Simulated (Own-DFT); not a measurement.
## Calculated data, Si3N4 (beta silicon nitride, atoms displaced)

All values are calculated (Own-DFT development build). A calculation, not a measurement: plane-wave PBE density functional theory by an unreviewed code, no spin, of a simulated periodic cell, stress positive in tension, free energy of the whole cell less one offset for each atom, forces on such cells passed a denser k mesh, this cell's mesh not checked; offsets are fitted by least squares, one for each functional and potential file, so energies compare only between cells with the same atoms and settings and are not formation energies; the far tail of each file's local potential was reset to the Coulomb form; each entry is a single point on an unrelaxed cell, so the pressure reflects the starting lattice, mostly measured values (interpolated for alloys), from which strain is counted, and rises with the displacements; printed positions are rounded, which can move forces by about a meV/angstrom; the program, named Own-DFT, is a retired in-house code; no spin-orbit coupling; before rounding, a Quantum ESPRESSO 7.3.1 run of the same cell and cutoff gave forces within 1 meV/angstrom rms on each cell, which checks the program and not the settings.

## Si3N4 (beta silicon nitride, atoms displaced)

```cif
# cell vector a (Å): 7.6060 0.0000 0.0000
# cell vector b (Å): -3.8030 6.5870 0.0000
# cell vector c (Å): 0.0000 0.0000 8.7270
data_Si3N4
_symmetry_space_group_name_H-M 'P 1'
_symmetry_Int_Tables_number 1
_cell_length_a 7.6060
_cell_length_b 7.6060
_cell_length_c 8.7270
_cell_angle_alpha 90.000
_cell_angle_beta 90.000
_cell_angle_gamma 120.000
_cell_volume 437.23
loop_
_atom_site_label
_atom_site_type_symbol
_atom_site_fract_x
_atom_site_fract_y
_atom_site_fract_z
_atom_site_occupancy
Si1 Si 0.16317 0.76809 0.08156 1
Si2 Si 0.23223 0.40484 0.08846 1
Si3 Si 0.59559 0.83472 0.07869 1
Si4 Si 0.82151 0.24009 0.24636 1
Si5 Si 0.76312 0.59756 0.25171 1
Si6 Si 0.39203 0.17108 0.25069 1
N1 N 0.32563 0.03399 0.07563 1
N2 N 0.96010 0.30717 0.08906 1
N3 N 0.70374 0.67216 0.07705 1
N4 N 0.65688 0.95840 0.25528 1
N5 N 0.03030 0.69116 0.24855 1
N6 N 0.30320 0.32786 0.26082 1
N7 N 0.32872 0.66627 0.08414 1
N8 N 0.67446 0.34047 0.25791 1
Si7 Si 0.16842 0.78017 0.42077 1
Si8 Si 0.22712 0.40263 0.42068 1
Si9 Si 0.60503 0.82731 0.40778 1
Si10 Si 0.81918 0.23426 0.57995 1
Si11 Si 0.77354 0.60141 0.58542 1
Si12 Si 0.39820 0.16854 0.57873 1
N9 N 0.33659 0.03742 0.42307 1
N10 N 0.96844 0.29974 0.41323 1
N11 N 0.71200 0.66387 0.41153 1
N12 N 0.66934 0.96132 0.59327 1
N13 N 0.03338 0.69895 0.59183 1
N14 N 0.31266 0.34193 0.57874 1
N15 N 0.33617 0.66306 0.41903 1
N16 N 0.65637 0.32868 0.57995 1
Si13 Si 0.18106 0.78192 0.73927 1
Si14 Si 0.24188 0.42005 0.75164 1
Si15 Si 0.59135 0.83401 0.75376 1
Si16 Si 0.82050 0.21483 0.91262 1
Si17 Si 0.76121 0.59915 0.91483 1
Si18 Si 0.40316 0.17841 0.90487 1
N17 N 0.32980 0.03443 0.75920 1
N18 N 0.96018 0.29236 0.75065 1
N19 N 0.70762 0.67278 0.75394 1
N20 N 0.66016 0.96537 0.92377 1
N21 N 0.03592 0.69504 0.90608 1
N22 N 0.30328 0.33885 0.90432 1
N23 N 0.34153 0.66525 0.74512 1
N24 N 0.66817 0.34113 0.90957 1
```

* functional: PBE
* potential files: PseudoDojo norm-conserving, scalar-relativistic, standard set
* wave cutoff: 42 hartree
* occupations: Fermi-Dirac
* smearing width: 0.1 eV
* k mesh: 3 x 3 x 3 centred on Gamma
* free energy of cell above offsets: -2.520 eV
* pressure: 8.72 GPa
* stress xx: -2.57 GPa
* stress yy: -8.67 GPa
* stress zz: -14.93 GPa
* stress yz: 0.9 GPa
* stress xz: -0.14 GPa
* stress xy: 1.31 GPa

Force:
```
element  x (eV/Å)  y (eV/Å)  z (eV/Å)
     Si     1.767    -0.182    -1.639
     Si    -0.899     0.618    -0.987
     Si    -0.755    -4.165     3.855
     Si     0.768    -1.752     2.049
     Si     2.988    -1.552    -3.722
     Si     3.813     0.125     -1.07
      N    -0.335      0.14      1.35
      N     2.699    -0.452    -2.739
      N    -1.635     1.288      2.41
      N     0.473      4.29    -3.834
      N    -1.283     0.967     1.226
      N    -2.004     0.996    -2.231
      N     0.785     0.244    -0.107
      N    -3.628    -1.275    -0.713
     Si     3.031    -2.548    -1.507
     Si    -0.494     1.553    -0.078
     Si    -1.408    -3.179     5.255
     Si     0.738     -0.95     0.654
     Si    -0.511    -2.182     0.621
     Si      0.19     3.391     3.575
      N    -0.784    -2.765    -2.912
      N    -0.554    -0.627     0.661
      N    -3.018     2.863     3.281
      N     0.134     2.426    -3.859
      N    -1.485    -0.126    -3.705
      N    -0.399    -1.038     1.882
      N    -1.129     1.421    -0.158
      N     0.879      1.28     0.185
     Si     2.022    -2.051     4.992
     Si    -1.866    -2.615    -2.712
     Si     1.908    -2.718       0.1
     Si    -1.618      4.48     1.257
     Si     4.265    -1.551    -0.146
     Si     1.091     2.979      4.54
      N     0.104    -1.592    -5.659
      N     2.042       0.9    -1.061
      N    -2.506      1.85    -2.157
      N     0.112     1.275    -2.766
      N    -1.459     0.223     1.148
      N     0.417    -0.882     4.148
      N     -2.74     3.072     0.139
      N     0.282    -2.182     0.434
```
